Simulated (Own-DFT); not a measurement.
# How strain changes the stress of grey tin, 32 atoms (Sn32)

Calculated results; nothing here was measured. They come from Own-DFT, an in-house plane-wave density functional program, since retired, whose code no person has reviewed. Each row is one single-point run on a periodic cell that was not relaxed, without spin or spin-orbit coupling.

Settings of every run: PBE; PseudoDojo norm-conserving scalar-relativistic files; cutoff 42 hartree; 3 x 3 x 5 k mesh centred on Gamma; cold (Marzari-Vanderbilt) smearing of 0.2 eV.

Known limits: forces on such cells failed a check on a denser k mesh; stress not checked against mesh or cutoff.

Unstrained cell vectors in Å: (12.978, 0.000, 0.000); (0.000, 12.978, 0.000); (0.000, 0.000, 6.489). The unstrained cell has measured lattice constants (interpolated for alloys), not those of this functional. That, the random moves and any unrelaxed bonds set the pressure at no strain. Each run strains this cell uniformly, with the atoms carried along. Every atom was also moved at random, by a Gaussian of width 0.05 Å on each axis. Strain is the symmetric tensor, in per cent. Stress is positive in tension, and the pressure is minus a third of its trace.

```
run  e_xx (%)  e_yy (%)  e_zz (%)  s_xx (GPa)  s_yy (GPa)  s_zz (GPa)  P (GPa)  E (meV/atom)
  1     -3.00     -3.00      0.00       -7.63       -7.57       -6.84     7.35         100.7
  2     -2.25     -2.25      0.00       -6.43       -6.48       -5.77     6.23          70.2
  3     -0.75     -0.75      0.00       -4.47       -4.51       -4.31     4.43          37.3
  4      2.00      2.00      0.00       -1.54       -1.55       -2.03     1.71           0.0
  5      1.50      1.50      0.00       -2.11       -2.08       -2.47     2.22          11.8
  6      0.50      0.50      0.00       -3.15       -3.13       -3.26     3.18          23.5
  7     -1.75     -1.75      0.00       -5.76       -5.74       -5.20     5.56          54.1
  8     -0.25     -0.25      0.00           ?           ?           ?        ?             ?
```

E is the free energy for each atom above the lowest run shown.

## Worked fit

The change of volume is close to e_xx + e_yy + e_zz. A straight line through the runs shown gives P = 3.81 - 55 x (fractional change of volume) GPa, with an error of 2 on the slope and a scatter of 0.19 GPa. The strain isn't the same on all axes, but the crystal is cubic, so the slope still estimates the bulk modulus, averaged over pressures from 1.7 to 7.3 GPa.

## Withheld run

Question: what pressure should run 8 give? Its volume changes by -0.50 %.

The line gives 4.1 GPa. The calculation gave 3.92 GPa.
